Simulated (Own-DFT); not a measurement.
# How strain changes the stress of wurtzite GaN, 72 atoms (Ga36N36)

All numbers below are calculated, not measured. The program, named Own-DFT, is a retired in-house plane-wave density functional code that no person has reviewed. Each row is one single-point run on a periodic cell that was not relaxed, without spin or spin-orbit coupling.

Settings of every run: PBE; PseudoDojo norm-conserving scalar-relativistic files (stringent for Ga); cutoff 96 hartree; 4 x 4 x 3 k mesh centred on Gamma; Gaussian smearing of 0.01 eV.

Known limits: forces not confirmed at this smearing and k mesh; stress not checked against mesh or cutoff.

Unstrained cell vectors in Å: (9.567, 0.000, 0.000); (-4.783, 8.285, 0.000); (0.000, 0.000, 10.370). The unstrained cell has measured lattice constants (interpolated for alloys), not those of this functional. That, the random moves and any unrelaxed bonds set the pressure at no strain. Each run strains this cell uniformly, with the atoms carried along. Every atom was also moved at random, by a Gaussian of width 0.05 Å on each axis. Strain is the symmetric tensor, in per cent. Stress is positive in tension, and the pressure is minus a third of its trace.

| run | e_xx (%) | e_yy (%) | e_zz (%) | e_yz (%) | e_xz (%) | e_xy (%) | s_xx (GPa) | s_yy (GPa) | s_zz (GPa) | s_yz (GPa) | s_xz (GPa) | s_xy (GPa) | P (GPa) | E (meV/atom) |
|---|---|---|---|---|---|---|---|---|---|---|---|---|---|---|
| 1 | 1.40 | -0.54 | -0.14 | 1.33 | 0.64 | 0.96 | -3.19 | -9.80 | -5.86 | 3.34 | 1.98 | 2.75 | 6.28 | 20.2 |
| 2 | -1.61 | 0.53 | 1.00 | -0.62 | 0.43 | 1.03 | -10.70 | -5.58 | -4.99 | -1.04 | 1.15 | 3.21 | 7.09 | 6.8 |
| 3 | 0.17 | 1.96 | 1.19 | -1.78 | 0.05 | -1.51 | -4.79 | 1.33 | -0.66 | -2.69 | 0.27 | -5.00 | 1.37 | 13.3 |
| 4 | -1.04 | -1.09 | 1.89 | -0.05 | -1.09 | 0.93 | -12.37 | -9.95 | -1.07 | 0.24 | -2.68 | 3.44 | 7.80 | 8.1 |
| 5 | -1.66 | -1.82 | -0.60 | -1.28 | 1.91 | 0.00 | -16.13 | -20.22 | -11.76 | -4.03 | 3.26 | 0.80 | 16.04 | 41.8 |
| 6 | 0.11 | -1.56 | -1.12 | -0.17 | -1.29 | -0.52 | -8.72 | -16.64 | -13.00 | 0.20 | -3.04 | -3.03 | 12.79 | 29.7 |
| 7 | 0.23 | -1.89 | 0.60 | -1.72 | 0.13 | -0.18 | -9.16 | -13.34 | -5.35 | -3.86 | -0.29 | -1.42 | 9.28 | 16.6 |
| 8 | -0.36 | -1.04 | 0.22 | -0.07 | 1.58 | 0.32 | -8.79 | -10.99 | -7.73 | -0.27 | 3.38 | -0.47 | 9.17 | 7.6 |
| 9 | -1.62 | 1.85 | -0.94 | -1.01 | -0.33 | 0.22 | -11.00 | -2.23 | -12.72 | -2.51 | -1.83 | 0.31 | 8.65 | 23.3 |
| 10 | 1.78 | -1.72 | -1.72 | 0.72 | 1.35 | 1.50 | -4.10 | -14.11 | -15.71 | 1.78 | 3.14 | 6.06 | 11.30 | 42.9 |
| 11 | -0.49 | 0.71 | -1.76 | 0.25 | -0.83 | 1.80 | -11.55 | -5.64 | -16.03 | 0.37 | -1.92 | 4.87 | 11.07 | 47.1 |
| 12 | 1.55 | 0.99 | 1.80 | -1.96 | 0.58 | 0.27 | 1.66 | -0.65 | 1.57 | -3.66 | 0.91 | 0.63 | -0.86 | 0.0 |
| 13 | -0.67 | -0.25 | -0.98 | -0.58 | 1.74 | -1.75 | -13.74 | -8.22 | -13.56 | -1.62 | 3.97 | -5.64 | 11.84 | 44.1 |
| 14 | -0.38 | 1.50 | -0.19 | 0.33 | 1.22 | -1.89 | -7.15 | -1.49 | -7.67 | 0.83 | 2.07 | -4.77 | 5.44 | 11.0 |
| 15 | -0.52 | -1.99 | 0.92 | -0.48 | -0.95 | -1.70 | ? | ? | ? | ? | ? | ? | ? | ? |

E is the free energy for each atom above the lowest run shown.

## Worked fit

Each stress component was fitted by least squares to a constant and the strains of the runs shown, as fractions, with shears doubled. Shear strains stay in the fit of a normal stress only where such slopes are resolved. The slopes, in GPa:

```
stress  at no strain  per e_xx  per e_yy  per e_zz  scatter
  s_xx          -7.6  371 ± 34  117 ± 28   88 ± 32     1.39
  s_yy          -7.4   93 ± 37  425 ± 31  101 ± 35     1.51
  s_zz          -7.7   89 ± 20   44 ± 17  452 ± 19     0.82
```

Each shear stress against twice its own strain: yz 116 ± 6, xz 111 ± 7, xy 159 ± 14 GPa. These are stiffnesses along x, y and z of the frame in which the cell vectors are given, which need not be the crystal's axes. The atoms are held to the strained lattice; where symmetry lets them move under strain, relaxing them would lower some slopes. The table should be nearly symmetric about its diagonal, and what it lacks of that shows the noise. A ninth of its sum, 198 ± 6 GPa, estimates the bulk modulus near the mean pressure of these runs, 8.4 GPa, so it lies above the value at zero pressure.

## Withheld run

Question: what normal stresses and pressure should run 15 give?

The fit gives s_xx = -11.0, s_yy = -15.4, s_zz = -4.9 and P = 10.4 GPa. The calculation gave -10.62, -16.38, -5.52 and P = 10.84 GPa.
